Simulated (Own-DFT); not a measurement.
# From a pressure shift to a lattice shift: D0_22 TiAl3, 40 atoms (Al30Ti10)

Everything here is calculated. The program is Own-DFT (plane waves, in-house, since retired, never reviewed by a person); positions were held fixed, and spin and spin-orbit coupling were off.

Known weak points: forces on such cells failed a check on a denser k mesh; stress not checked against mesh or cutoff.

Each geometry was run with PBE and with PBEsol, otherwise alike: PseudoDojo norm-conserving scalar-relativistic files made for PBE; cutoff 42 hartree; 4 x 4 x 4 k mesh centred on Gamma; cold (Marzari-Vanderbilt) smearing of 0.2 eV. Unstrained cell vectors in Å: (-2.365, -6.981, 4.326); (-7.667, 3.491, 1.442); (-2.950, -3.488, -7.241). Each has a uniform strain, of which the change of volume is shown, and random moves of rms u per axis.

| run | volume change (%) | u (Å) | P with PBE (GPa) | P with PBEsol (GPa) |
|---|---|---|---|---|
| 1 | 2.56 | 0.0472 | -0.19 | -2.03 |
| 2 | 0.00 | 0.0538 | 2.90 | 0.99 |
| 3 | -1.19 | 0.0498 | 4.09 | 2.16 |
| 4 | -2.03 | 0.0556 | 5.45 | 3.50 |
| 5 | 3.47 | 0.0565 | -0.65 | -2.47 |
| 6 | -2.19 | 0.0499 | 5.94 | 3.99 |
| 7 | 1.46 | 0.0472 | 1.12 | -0.75 |
| 8 | 0.76 | 0.0494 | 1.86 | -0.03 |
| 9 | -1.32 | 0.0450 | 4.23 | 2.30 |
| 10 | 0.59 | 0.0579 | 2.70 | ? |

The question: by how much does PBEsol shrink this cell, and what belongs in the blank?

## Working it out

Write v for the change of volume as a fraction. Fitted to v and u², the PBE pressure has a slope of -117 ± 4 GPa in v, with the ions held to the strained lattice. The difference PBEsol less PBE is -1.90 + 2.3 v GPa (slope ± 0.1) and averages -1.90 GPa. Divided by the mean slope of the two, 116 GPa, that makes PBEsol's volume at a given pressure, near 2 GPa, about 1.6 % smaller, or 0.55 % in lengths. At one volume PBEsol's slope is the smaller by 2 GPa, but its pressure there is lower too. If stiffness rises by about 4 GPa for each GPa, PBEsol at equal pressure is stiffer by about 5 GPa. Files made for PBEsol would give a different shift.

For run 10 the line gives 0.81 GPa. Computed: 0.80 GPa.
